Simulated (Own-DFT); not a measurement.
GaAs (zincblende with one plane slipped along a stacking-fault path, atoms displaced) (calculated)

Computed with Own-DFT development build. A calculation, not a measurement: plane-wave PBE density functional theory by an unreviewed code, no spin, of a simulated periodic cell, stress positive in tension, free energy of the whole cell less one offset for each atom, forces on such cells passed a denser k mesh, this cell's mesh not checked; offsets are fitted by least squares, one for each functional and potential file, so energies compare only between cells with the same atoms and settings and are not formation energies; the far tail of each file's local potential was reset to the Coulomb form; each entry is a single point on an unrelaxed cell, so the pressure reflects the starting lattice, mostly measured values (interpolated for alloys), from which strain is counted, and rises with the displacements; printed positions are rounded, which can move forces by about a meV/angstrom; the program, named Own-DFT, is a retired in-house code; no spin-orbit coupling.

Common to all runs: functional PBE; potential files PseudoDojo norm-conserving, scalar-relativistic, standard set; wave cutoff 42 hartree; occupations Fermi-Dirac; smearing width 0.1 eV; k mesh 4 x 4 x 2 centred on Gamma.

(1) GaAs (zincblende with one plane slipped along a stacking-fault path, atoms displaced)

```
CELL_PARAMETERS angstrom
5.65330 -5.65330 0.00000
0.00000 5.65330 -5.65330
11.77770 11.77770 10.36440
ATOMIC_POSITIONS crystal
Ga 0.99749 0.00369 0.99918
As 0.98717 0.97301 0.12220
Ga 0.15542 0.30901 0.16638
As 0.14231 0.29128 0.29163
Ga 0.31132 0.12091 0.33222
As 0.30107 0.09538 0.45868
Ga 0.03915 0.07894 0.49857
As 0.03073 0.06386 0.62452
Ga 0.20096 0.39194 0.66742
As 0.19561 0.37025 0.79191
Ga 0.35082 0.19728 0.83263
As 0.33372 0.16831 0.95950
Ga 0.00162 0.49995 0.99681
As 0.98953 0.48056 0.12482
Ga 0.15338 0.80977 0.16798
As 0.14423 0.78653 0.29367
Ga 0.30423 0.60543 0.33394
As 0.29864 0.58694 0.45837
Ga 0.04567 0.57880 0.50216
As 0.02952 0.56107 0.62359
Ga 0.19466 0.89035 0.67043
As 0.18181 0.86526 0.79114
Ga 0.35360 0.70119 0.83357
As 0.33647 0.66812 0.95708
Ga 0.49603 0.00362 0.00319
As 0.49584 0.98244 0.12321
Ga 0.65862 0.30589 0.16744
As 0.64017 0.28918 0.29415
Ga 0.80573 0.11514 0.33160
As 0.79583 0.09198 0.45641
Ga 0.53504 0.08650 0.50043
As 0.53606 0.06414 0.62378
Ga 0.69726 0.39462 0.66566
As 0.69049 0.36632 0.79052
Ga 0.84512 0.19176 0.83367
As 0.83184 0.17235 0.95939
Ga 0.49359 0.48933 0.99837
As 0.49030 0.47691 0.12466
Ga 0.65034 0.79691 0.16577
As 0.64423 0.78499 0.29038
Ga 0.80545 0.61339 0.33221
As 0.79505 0.59250 0.46011
Ga 0.54873 0.58486 0.50103
As 0.53564 0.55950 0.62495
Ga 0.69406 0.88768 0.66614
As 0.69100 0.87134 0.79266
Ga 0.84424 0.69232 0.83604
As 0.84243 0.67420 0.95919
```

* free energy of cell above offsets: -12.834 eV
* pressure: 5.64 GPa
* stress xx: -6.66 GPa
* stress yy: -6.47 GPa
* stress zz: -3.81 GPa
* stress yz: -0.42 GPa
* stress xz: -0.88 GPa
* stress xy: 2.3 GPa

Force:
```
element  x (eV/Å)  y (eV/Å)  z (eV/Å)
     Ga    -0.062    -0.183     0.156
     As     0.445     0.663     -0.12
     Ga     -0.35    -0.161     0.253
     As    -0.322     -0.54     0.348
     Ga    -0.274     0.399     0.609
     As    -3.285     -0.59    -2.164
     Ga     1.528      1.32     1.693
     As     0.162    -0.151     0.093
     Ga    -0.325     0.074     0.007
     As    -0.477     0.722    -0.056
     Ga     0.267    -0.375      0.37
     As    -0.504    -0.255    -0.294
     Ga      0.41     0.202      0.38
     As     0.145    -0.264    -0.355
     Ga     0.124    -0.375     0.067
     As     0.029    -0.094    -0.196
     Ga     0.402     0.323    -0.548
     As     -1.37    -1.464    -1.455
     Ga     0.477     1.445     1.124
     As     0.866     0.232     0.182
     Ga    -0.515     -0.65    -0.633
     As     0.471     0.497     0.299
     Ga    -0.197    -0.237     0.049
     As     0.457     0.412      -0.3
     Ga    -0.421    -0.928     0.111
     As     0.327     0.615     0.845
     Ga    -0.119     0.279     0.097
     As    -0.087    -0.802    -0.308
     Ga     0.043      0.07     0.271
     As    -1.939    -0.448    -1.416
     Ga     3.478    -0.417     1.676
     As    -0.073     0.532     0.352
     Ga     0.168    -0.376     0.502
     As    -0.145     0.445    -0.142
     Ga     0.653    -0.236    -0.247
     As    -0.277    -0.122    -0.138
     Ga     0.614     0.168    -0.329
     As     -0.21    -0.341     0.135
     Ga      0.11     0.154    -0.375
     As    -0.168     0.291    -0.056
     Ga      0.53     0.362       0.1
     As      -0.3    -3.214    -2.013
     Ga     0.645     2.602     1.624
     As    -0.218     0.516    -0.261
     Ga     0.225     0.024    -0.007
     As    -0.467    -0.177     0.031
     Ga    -0.039     -0.42     -0.05
     As    -0.434     0.476     0.087
```

(2) GaAs (zincblende with one plane slipped along a stacking-fault path, atoms displaced)

```
CELL_PARAMETERS angstrom
5.65330 -5.65330 0.00000
0.00000 5.65330 -5.65330
11.77770 11.77770 10.36440
ATOMIC_POSITIONS crystal
Ga 0.99879 0.99904 0.99815
As 0.98696 0.98327 0.12319
Ga 0.15012 0.30131 0.16885
As 0.14497 0.29496 0.29338
Ga 0.30156 0.11081 0.33301
As 0.29262 0.09166 0.45924
Ga 0.02890 0.07348 0.49983
As 0.02755 0.06206 0.62423
Ga 0.19725 0.39278 0.66920
As 0.18620 0.37065 0.79063
Ga 0.33785 0.18712 0.83195
As 0.33462 0.17325 0.95843
Ga 0.00324 0.50875 0.99723
As 0.98609 0.48114 0.12378
Ga 0.15218 0.80618 0.16803
As 0.13916 0.78275 0.29371
Ga 0.30203 0.60648 0.33343
As 0.29395 0.58602 0.45721
Ga 0.03685 0.58058 0.49997
As 0.03508 0.56511 0.62307
Ga 0.18969 0.88373 0.66507
As 0.18326 0.86741 0.79066
Ga 0.34600 0.69275 0.83309
As 0.34087 0.67884 0.95608
Ga 0.49736 0.99660 0.00408
As 0.49286 0.98168 0.12502
Ga 0.65045 0.30158 0.16782
As 0.63630 0.28321 0.29390
Ga 0.80579 0.10930 0.33194
As 0.79530 0.08916 0.46005
Ga 0.54589 0.08188 0.50161
As 0.52870 0.06706 0.62380
Ga 0.68853 0.38262 0.66918
As 0.67870 0.36593 0.79171
Ga 0.84496 0.18901 0.83320
As 0.84222 0.17555 0.95874
Ga 0.50145 0.49550 0.00005
As 0.48640 0.47561 0.12563
Ga 0.66440 0.80712 0.16531
As 0.64279 0.77870 0.29052
Ga 0.80331 0.61147 0.33278
As 0.80118 0.59046 0.45874
Ga 0.54431 0.58273 0.50117
As 0.52802 0.55515 0.62430
Ga 0.69335 0.88589 0.66674
As 0.67817 0.86287 0.79241
Ga 0.84789 0.68851 0.83283
As 0.84141 0.68201 0.95618
```

* free energy of cell above offsets: -12.751 eV
* pressure: 5.65 GPa
* stress xx: -6.82 GPa
* stress yy: -6.42 GPa
* stress zz: -3.71 GPa
* stress yz: -0.47 GPa
* stress xz: -0.4 GPa
* stress xy: 1.76 GPa

Force:
```
element  x (eV/Å)  y (eV/Å)  z (eV/Å)
     Ga     0.353     0.236    -0.186
     As     0.599     -0.65     0.046
     Ga    -0.213     0.285    -0.537
     As    -0.672    -0.743     0.703
     Ga     0.161     0.362     0.257
     As    -0.768    -1.618    -1.557
     Ga     3.049     0.216     1.931
     As     0.339     0.134     0.096
     Ga    -0.633    -0.404    -0.223
     As    -0.065     0.372     0.529
     Ga     0.488     0.198     -0.11
     As     0.039    -0.453      0.06
     Ga      0.19    -0.082     0.316
     As     0.247    -0.207     0.112
     Ga    -0.139    -0.013    -0.094
     As     -0.09    -0.263    -0.252
     Ga     0.645     0.447    -0.662
     As     -1.26    -1.123    -1.276
     Ga     3.048     0.089     1.572
     As    -0.199     0.262      0.81
     Ga     0.152     0.296    -0.389
     As    -0.255    -0.306     0.174
     Ga    -0.083     0.144    -0.172
     As     0.331     0.059     0.525
     Ga    -0.281    -0.498    -0.815
     As     0.209     0.182     0.821
     Ga     0.169     0.194    -0.249
     As     0.027    -0.504    -0.081
     Ga     0.044     0.324     0.267
     As    -2.856    -1.528    -2.429
     Ga     0.007     2.336     1.283
     As       0.3    -0.169     0.812
     Ga     0.242    -0.312    -0.704
     As     0.214    -0.105     0.496
     Ga     0.027     0.158    -0.166
     As     -0.47     0.455    -0.103
     Ga    -0.018     0.298    -0.339
     As     0.064    -0.061    -0.133
     Ga    -0.658     0.502     0.391
     As    -0.201     0.475    -0.325
     Ga     0.325    -0.012     0.365
     As    -3.198    -0.461    -1.976
     Ga     1.002     1.235     1.297
     As     0.343     0.285    -0.081
     Ga    -0.222     0.207    -0.092
     As     0.177    -0.455    -0.163
     Ga    -0.208     0.228    -0.388
     As    -0.305    -0.013     0.636
```

(3) GaAs (zincblende with one plane slipped along a stacking-fault path, atoms displaced)

```
CELL_PARAMETERS angstrom
5.65330 -5.65330 0.00000
0.00000 5.65330 -5.65330
11.77770 11.77770 10.36440
ATOMIC_POSITIONS crystal
Ga 0.00341 0.00419 0.00101
As 0.98533 0.97874 0.12391
Ga 0.15208 0.30666 0.16677
As 0.14259 0.28235 0.29284
Ga 0.30976 0.11313 0.33371
As 0.30487 0.09627 0.45914
Ga 0.03895 0.07905 0.49991
As 0.02712 0.06660 0.62391
Ga 0.19427 0.38758 0.66650
As 0.18332 0.37213 0.79010
Ga 0.34832 0.19609 0.83301
As 0.33999 0.17762 0.95808
Ga 0.99743 0.49978 0.99922
As 0.99375 0.48076 0.12400
Ga 0.15397 0.80654 0.16900
As 0.14565 0.78955 0.29268
Ga 0.30574 0.60878 0.32962
As 0.29766 0.58715 0.46029
Ga 0.04748 0.57859 0.50049
As 0.02803 0.55706 0.62265
Ga 0.19831 0.88914 0.66682
As 0.18612 0.87532 0.79116
Ga 0.34021 0.69741 0.83324
As 0.33391 0.67452 0.95927
Ga 0.50513 0.00119 0.00030
As 0.49760 0.98557 0.12339
Ga 0.65119 0.30165 0.16271
As 0.64174 0.28360 0.29019
Ga 0.81275 0.11827 0.33352
As 0.79953 0.09288 0.45979
Ga 0.54483 0.08884 0.49979
As 0.53314 0.06451 0.62258
Ga 0.68703 0.38297 0.66615
As 0.68082 0.36992 0.79189
Ga 0.84965 0.19655 0.83253
As 0.84101 0.17298 0.96054
Ga 0.50193 0.49718 0.00066
As 0.49323 0.47414 0.12495
Ga 0.65263 0.80405 0.16846
As 0.64865 0.79213 0.29283
Ga 0.80828 0.60922 0.33296
As 0.79589 0.59095 0.45704
Ga 0.54952 0.58672 0.50168
As 0.53764 0.56742 0.62772
Ga 0.69642 0.88661 0.66842
As 0.68134 0.86561 0.79383
Ga 0.84762 0.70208 0.83462
As 0.84216 0.67811 0.95672
```

- free energy of cell above offsets: -12.803 eV
- pressure: 5.63 GPa
- stress xx: -6.62 GPa
- stress yy: -6.59 GPa
- stress zz: -3.68 GPa
- stress yz: -0.42 GPa
- stress xz: -0.44 GPa
- stress xy: 2.08 GPa

Force:
```
element  x (eV/Å)  y (eV/Å)  z (eV/Å)
     Ga      0.03    -0.379     0.079
     As     0.559    -0.029     0.278
     Ga     0.062    -0.273     0.165
     As    -0.077    -0.405    -0.306
     Ga     0.253     0.209     0.106
     As      -2.9    -0.335      -1.8
     Ga     2.348     0.351     1.597
     As     0.484    -0.507     0.525
     Ga     0.013     0.032     -0.39
     As     0.258    -0.024     0.232
     Ga    -0.003     0.381    -0.188
     As    -0.058    -0.248     0.288
     Ga     0.189     0.001    -0.022
     As    -0.005     0.356    -0.062
     Ga    -0.227    -0.238    -0.473
     As    -0.083    -0.144     0.247
     Ga     0.696     0.505     0.156
     As    -1.337    -2.657    -2.014
     Ga     0.023     2.417      1.32
     As     0.435     0.613     0.228
     Ga    -0.554     0.037    -0.252
     As    -0.321     0.017     0.213
     Ga      0.31    -0.105       0.2
     As     0.144    -0.383     0.027
     Ga    -0.357     0.036    -0.149
     As     -0.44    -0.001     0.964
     Ga     0.922     0.187     0.028
     As     0.026    -0.256    -0.243
     Ga    -0.131     0.477     0.301
     As    -2.355    -1.155    -1.967
     Ga     2.254     0.743     1.603
     As     0.216      0.03     0.693
     Ga     0.563    -0.033    -0.132
     As     0.357    -0.244    -0.173
     Ga    -0.024     0.344     0.176
     As    -0.503    -0.171    -0.486
     Ga    -0.043     0.162     -0.54
     As     -0.22     0.661    -0.308
     Ga    -0.163    -0.115    -0.047
     As    -0.146    -0.204     0.295
     Ga    -0.199     0.167    -0.098
     As    -0.302    -2.305    -1.445
     Ga     1.228     2.064     1.551
     As    -0.658    -0.168     0.127
     Ga     0.075     0.497    -0.353
     As    -0.272     0.225    -0.381
     Ga    -0.166    -0.644     0.092
     As     0.097     0.508     0.337
```
